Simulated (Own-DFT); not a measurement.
GaP (zincblende, strained, atoms displaced) (calculated)

A calculation, not a measurement: plane-wave PBE density functional theory by an unreviewed code, no spin, of a simulated periodic cell, stress positive in tension, free energy of the whole cell less one offset for each atom, forces on such cells passed a denser k mesh, this cell's mesh not checked; offsets are fitted by least squares, one for each functional and potential file, so energies compare only between cells with the same atoms and settings and are not formation energies; the far tail of each file's local potential was reset to the Coulomb form; each entry is a single point on an unrelaxed cell, so the pressure reflects the starting lattice, mostly measured values (interpolated for alloys), from which strain is counted, and rises with the displacements; printed positions are rounded, which can move forces by about a meV/angstrom; the program, named Own-DFT, is a retired in-house code; no spin-orbit coupling. Program: Own-DFT development build.

Entry: GaP (zincblende, strained, atoms displaced)

```
cell vectors (Å)
  10.8620     0.0000     0.0000
   0.0000    10.8620     0.0000
   0.0000     0.0000    10.9439
atoms (fractions of the cell vectors)
Ga  0.99664  0.00679  0.99793
Ga  0.00004  0.25343  0.25042
Ga  0.24534  0.00116  0.25233
Ga  0.25452  0.24725  0.99993
P   0.12031  0.12272  0.12932
P   0.12505  0.37790  0.37122
P   0.37719  0.12268  0.37128
P   0.37535  0.37557  0.12180
Ga  0.99615  0.00016  0.49961
Ga  0.99871  0.24982  0.75291
Ga  0.25291  0.99453  0.75099
Ga  0.24721  0.24401  0.50310
P   0.12508  0.12415  0.62395
P   0.12346  0.37436  0.87233
P   0.37562  0.12699  0.87256
P   0.37139  0.37213  0.62372
Ga  0.00140  0.50291  0.99768
Ga  0.00260  0.74875  0.24985
Ga  0.25060  0.50368  0.25204
Ga  0.24957  0.74929  0.99870
P   0.12448  0.62323  0.12388
P   0.12549  0.87308  0.37149
P   0.37201  0.62071  0.37641
P   0.37390  0.87788  0.12805
Ga  0.99993  0.50198  0.50081
Ga  0.99962  0.74919  0.75236
Ga  0.24937  0.49821  0.75431
Ga  0.25354  0.75097  0.49914
P   0.12029  0.62445  0.63012
P   0.12616  0.87587  0.87790
P   0.37720  0.62386  0.86683
P   0.37003  0.87317  0.62431
Ga  0.49580  0.00758  0.99923
Ga  0.49961  0.25649  0.24803
Ga  0.74785  0.99653  0.25092
Ga  0.75101  0.25378  0.99506
P   0.62146  0.12880  0.12475
P   0.62690  0.37794  0.37935
P   0.87054  0.12985  0.37579
P   0.87424  0.37558  0.12561
Ga  0.50266  0.00098  0.50465
Ga  0.49925  0.25128  0.75578
Ga  0.74962  0.99325  0.75271
Ga  0.75218  0.25018  0.49603
P   0.62892  0.12254  0.62620
P   0.62442  0.37438  0.87629
P   0.88074  0.12890  0.87417
P   0.87768  0.37562  0.62511
Ga  0.50296  0.49780  0.99995
Ga  0.50609  0.75042  0.25464
Ga  0.74999  0.49708  0.25488
Ga  0.74722  0.74793  0.00321
P   0.62859  0.61949  0.12498
P   0.62727  0.87627  0.37509
P   0.87236  0.62744  0.37892
P   0.87257  0.87500  0.12385
Ga  0.50075  0.49851  0.49925
Ga  0.49896  0.74753  0.74922
Ga  0.74633  0.49935  0.74749
Ga  0.75282  0.75260  0.50032
P   0.62891  0.62781  0.62227
P   0.62407  0.87451  0.87105
P   0.87734  0.62270  0.87530
P   0.87284  0.87174  0.62986
```

- functional: PBE
- potential files: PseudoDojo norm-conserving, scalar-relativistic, standard set
- wave cutoff: 42 hartree
- occupations: Fermi-Dirac
- smearing width: 0.1 eV
- hardware: one NVIDIA H100
- k mesh: 3 x 3 x 3 centred on Gamma
- free energy of cell above offsets: -35.004 eV
- pressure: 3.16 GPa
- stress xx: -3.34 GPa
- stress yy: -3.35 GPa
- stress zz: -2.78 GPa
- stress yz: -0.06 GPa
- stress xz: -0.01 GPa
- stress xy: -0.33 GPa
- wall time: 492.8 s

Force:
```csv
element,x (eV/Å),y (eV/Å),z (eV/Å)
Ga,0.337,-0.773,0.454
Ga,-0.209,-0.134,-0.018
Ga,0.404,-0.084,-0.215
Ga,-0.917,0.084,0.128
P,0.454,0.502,-0.471
P,0.108,-0.258,0.715
P,-0.061,0.369,0.484
P,-0.254,0.378,0.325
Ga,0.071,-0.153,0.013
Ga,0.464,0.207,-0.863
Ga,-0.502,0.575,-0.028
Ga,0.333,0.411,-0.884
P,-0.366,-0.482,0.604
P,0.328,-0.203,0.791
P,-0.398,-0.394,-0.047
P,0.396,0.188,0.27
Ga,-0.109,-0.59,0.275
Ga,-0.515,-0.035,-0.168
Ga,-0.147,-0.495,-0.651
Ga,0.474,-0.036,0.21
P,0.249,0.198,0.017
P,-0.254,0.127,0.742
P,0.806,0.667,0.007
P,0.217,-0.378,-0.25
Ga,0.087,-0.068,-0.105
Ga,0.073,0.172,0.198
Ga,-0.121,-0.043,-0.776
Ga,-0.924,-0.491,0.097
P,0.841,0.13,-0.532
P,-0.406,0.106,-0.119
P,-0.122,-0.128,1.285
P,1.013,0.099,-0.002
Ga,0.357,-0.766,0.179
Ga,0.092,-0.267,0.37
Ga,0.153,0.744,-0.412
Ga,0.087,-0.465,0.67
P,0.657,-0.101,-0.101
P,-0.374,-0.494,-0.405
P,0.623,-0.811,-0.613
P,0.12,0.188,-0.215
Ga,-0.352,-0.112,-0.341
Ga,0.209,-0.03,-1.026
Ga,0.332,0.832,-0.101
Ga,-0.309,0.252,0.988
P,-0.111,0.54,0.318
P,0.14,0.275,-0.416
P,-1.256,-0.46,-0.126
P,-0.409,-0.212,-0.041
Ga,-0.389,0.418,-0.153
Ga,-0.623,-0.328,-0.542
Ga,0.352,0.283,-0.252
Ga,0.249,0.077,-0.552
P,-0.467,0.324,0.4
P,-0.201,-0.103,0.645
P,0.481,-0.209,-0.545
P,0.334,0.063,0.026
Ga,-0.243,0.155,0.554
Ga,0.292,0.359,-0.551
Ga,0.466,0.02,0.141
Ga,-0.224,0.103,-0.001
P,-0.626,-0.218,0.038
P,-0.486,-0.146,1.033
P,-0.754,0.288,-0.047
P,0.53,0.333,-0.41
```
